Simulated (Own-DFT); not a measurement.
# Point defects and the pressure they add: C11b WSi2

No measurement is shown. These are fixed-geometry runs of a retired plane-wave code named Own-DFT, which no person has reviewed; spin and spin-orbit coupling are neglected.

Settings: PBE; PseudoDojo norm-conserving scalar-relativistic files; cutoff 50 hartree; 5 x 5 x 5 k mesh centred on Gamma; cold (Marzari-Vanderbilt) smearing of 0.2 eV.

Limits: forces on such cells failed a check on a denser k mesh; stress not checked against mesh or cutoff.

All runs share one cell, with vectors in Å (-2.148, -5.953, 3.409); (-6.444, 2.976, 1.136); (-2.553, -2.948, -6.757) and a volume of 403.2 Å³. Atoms were moved at random from their sites; u is the rms move along one axis. The defect's site can differ from row to row.

```
cell,formula,u (Å),P (GPa)
no defect,Si20W10,0.0203,4.32
no defect,Si20W10,0.0460,5.63
no defect,Si20W10,0.0528,6.11
one W on a Si site,Si19W11,0.0308,9.85
one W on a Si site,Si19W11,0.0516,11.91
one W on a Si site,Si19W11,0.0517,11.12
one Si vacancy,Si19W10,0.0291,3.51
one Si vacancy,Si19W10,0.0299,?
one Si vacancy,Si19W10,0.0433,3.83
one Si vacancy,Si19W10,0.0537,4.45
one Si on a W site,Si21W9,0.0284,6.04
one Si on a W site,Si21W9,0.0299,6.11
one Si on a W site,Si21W9,0.0440,7.75
```

## What the rows give

P = P0 + c u² + a shift for each defect gives P0 = 3.91 GPa, c = 813 ± 139 GPa/Å² and a scatter of 0.39 GPa. The shifts, and each times the cell's volume:

- one W on a Si site: 5.34 ± 0.32 GPa, 13.4 eV
- one Si on a W site: 1.73 ± 0.33 GPa, 4.4 eV
- one Si vacancy: -1.50 ± 0.32 GPa, -3.8 eV

A positive shift means that the defect pushes the cell outwards. Shift times volume (160.2 GPa Å³ is 1 eV) depends little on the cell's size, so, taken for each site, it can be compared between cells at like pressure. The atoms around the defects weren't relaxed, which would change these numbers.

## Withheld run

Q: what pressure belongs in the blank (one Si vacancy, u = 0.0299 Å)?

The fitted form gives 3.14 ± 0.47 GPa. DFT gave 3.13 GPa.
